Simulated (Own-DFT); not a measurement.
# What random displacements cost in beta-Si3N4, 112 atoms (N64Si48)

These are calculations, not measurements. They come from Own-DFT, an in-house plane-wave density functional program, since retired, whose code no person has reviewed. Each row is one single-point run on a periodic cell that was not relaxed, without spin or spin-orbit coupling.

Settings of every run: PBE; PseudoDojo norm-conserving scalar-relativistic files; cutoff 42 hartree; 2 x 2 x 4 k mesh centred on Gamma; Fermi-Dirac smearing of 0.1 eV.

Known limits, some of them of some rows only: some atoms lie very close together; forces on such cells moved up to 12 meV/angstrom on a denser k mesh; stress not checked against mesh or cutoff.

Cell vectors in Å: (15.212, 0.000, 0.000); (-7.606, 13.174, 0.000); (0.000, 0.000, 5.818). In each run every atom was moved at random and independently from its ideal site; u is the rms move along one axis. E is the free energy for each atom above the fitted value at u = 0, and F the rms of the force components.

| run | u (Å) | E (meV/atom) | F (eV/Å) | largest force (eV/Å) | P (GPa) |
|---|---|---|---|---|---|
| 1 | 0.0201 | 17.0 | 0.831 | 3.61 | 5.56 |
| 2 | 0.0203 | 21.6 | 0.914 | 3.27 | 5.61 |
| 3 | 0.0474 | 106.1 | 1.978 | 9.33 | 7.61 |
| 4 | 0.0524 | ? | ? | ? | ? |
| 5 | 0.0935 | 405.2 | 4.186 | 19.43 | 15.39 |
| 6 | 0.0950 | 407.5 | 4.164 | 20.12 | 15.10 |
| 7 | 0.1001 | 506.0 | 4.725 | 22.79 | 18.53 |
| 8 | 0.1546 | 1054.8 | 8.002 | 46.04 | 31.27 |

## Worked fit

For small independent moves the energy grows as E = (3/2) K u², with K the mean stiffness felt by one atom. The runs with u up to 0.11 Å give K = 31.6 ± 1.0 eV/Å², with residuals divided by u² + 0.0006 Å², since the noise grows with the moves. The scatter is 7.4 meV/atom at u = 0.05 Å. The forces follow F = G u with G = 44.1 eV/Å²; no force at u = 0 is resolved. G exceeds K because the moves of its neighbours add to the force on an atom, and stiffness differs between atoms. At u = 0.155 Å the parabola gives 1132 meV/atom and the run 1055. The pressure follows P = 4.96 + 1234 u² GPa: at fixed volume, shortened bonds push harder than stretched ones pull.

## Withheld run

Question: what energy and rms force should run 4 give?

The fit gives 130 ± 9 meV/atom and about 2.31 eV/Å. The calculation gave 143.9 meV/atom and 2.354 eV/Å.
